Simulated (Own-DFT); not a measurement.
# Strain and stress in wurtzite GaN, 72 atoms (Ga36N36)

No measurement is shown. These are fixed-geometry runs of a retired plane-wave code named Own-DFT, which no person has reviewed; spin and spin-orbit coupling are neglected.

Method: PBE; PseudoDojo norm-conserving scalar-relativistic files (stringent for Ga); cutoff 96 hartree; 4 x 4 x 3 k mesh centred on Gamma; Gaussian smearing of 0.01 eV.

Limits: forces not confirmed at this smearing and k mesh; stress not checked against mesh or cutoff.

Unstrained cell vectors in Å: (9.567, 0.000, 0.000); (-4.784, 8.285, 0.000); (0.000, 0.000, 10.370). The unstrained cell has measured lattice constants (interpolated for alloys), not those of this functional. That, the random moves and any unrelaxed bonds set the pressure at no strain. Each run strains this cell uniformly, with the atoms carried along. Random moves of width 0.05 Å per axis were added to every atom. Stress is counted positive in tension, P = -(s_xx + s_yy + s_zz)/3, and strain components are those of the symmetric tensor.

```
run,e_xx (%),e_yy (%),e_zz (%),e_yz (%),e_xz (%),e_xy (%),s_xx (GPa),s_yy (GPa),s_zz (GPa),s_yz (GPa),s_xz (GPa),s_xy (GPa),P (GPa),E (meV/atom)
1,-0.24,1.66,-0.16,-0.89,-0.10,0.32,-5.52,-0.96,-7.61,-1.62,-0.04,2.14,4.69,8.9
2,-1.63,0.82,-1.56,1.01,1.09,1.19,-16.40,-4.54,-17.55,2.68,0.67,3.63,12.83,49.2
3,1.46,1.69,-1.25,1.39,1.25,1.40,-0.46,-0.47,-10.62,2.79,2.72,2.20,3.85,17.7
4,1.34,0.80,0.64,-1.56,-1.38,-0.75,-0.69,-1.45,-4.82,-3.24,-2.75,-1.82,2.32,11.1
5,-1.13,-0.26,-1.81,-1.45,0.50,1.66,-14.43,-8.92,-18.13,-3.13,0.25,5.77,13.83,27.9
6,1.78,0.53,-0.06,0.24,-0.82,0.12,0.02,-3.86,-4.37,-0.30,-2.41,0.69,2.74,0.0
7,1.99,-0.47,-0.20,-1.48,-1.62,1.81,0.59,-7.68,-8.52,-2.65,-3.62,4.97,5.21,30.4
8,0.42,-0.30,-1.56,1.08,1.18,0.19,-6.07,-8.87,-14.51,2.13,2.99,1.37,9.82,13.4
9,-0.27,0.26,-1.76,0.01,-0.83,-1.48,-8.53,-6.54,-18.94,0.38,-2.01,-5.30,11.34,35.1
10,-1.94,1.55,-1.31,-0.36,0.83,-0.02,-14.91,-3.77,-13.29,-0.63,1.10,0.86,10.66,32.2
11,-0.70,-1.52,0.85,0.48,0.28,1.43,-9.52,-15.30,-5.81,1.48,1.80,4.43,10.21,25.0
12,1.57,-0.98,-1.02,-0.40,1.08,1.92,-2.46,-9.79,-12.82,-1.40,2.59,6.42,8.36,18.7
13,-1.71,-0.69,-0.93,-1.89,-1.87,-0.31,-16.03,-14.56,-12.75,-5.42,-4.72,-2.17,14.45,40.9
14,-0.81,-1.41,-0.95,1.93,-0.77,1.31,-13.88,-13.67,-12.96,3.85,-1.00,2.71,13.50,30.7
15,0.42,-0.65,1.49,1.90,-1.56,-0.53,-5.69,-6.93,-0.92,4.27,-3.38,-1.10,4.51,10.1
16,-1.39,2.00,-1.18,-1.80,-1.86,-0.40,?,?,?,?,?,?,?,?
```

E is the free energy for each atom above the lowest run shown.

## Worked fit

Each stress component was fitted by least squares to a constant and the strains of the runs shown, as fractions, with shears doubled. Shear strains stay in the fit of a normal stress only where such slopes are resolved. The slopes, in GPa:

```
stress,at no strain,per e_xx,per e_yy,per e_zz,scatter
s_xx,-7.3,426 ± 22,99 ± 27,87 ± 30,1.04
s_yy,-7.2,101 ± 28,414 ± 34,44 ± 38,1.33
s_zz,-7.9,70 ± 31,75 ± 37,486 ± 42,1.45
```

The slope of each shear stress on twice its own strain, from a fit on all six strains: yz 109 ± 8, xz 122 ± 13, xy 132 ± 16 GPa. These are stiffnesses along x, y and z of the frame in which the cell vectors are given, with the crystal's c axis along z: C11, C12, C13 and C33. Hexagonal symmetry asks that xx and yy behave alike, which is a second check on the noise. These are clamped-ion slopes: internal relaxation, where symmetry allows it, would soften some. The table should be nearly symmetric about its diagonal, and what it lacks of that shows the noise. A ninth of the table's sum, 200 ± 4 GPa, estimates the bulk modulus near the mean pressure of these runs, 8.6 GPa, so it lies above the value at zero pressure.

## Test on the hidden row

Q: what normal stresses and pressure should run 16 give?

Estimate: s_xx = -12.2, s_yy = -0.9, s_zz = -13.1 and P = 8.7 GPa. The run itself gave -10.89, -2.46, -11.59 and P = 8.32 GPa.
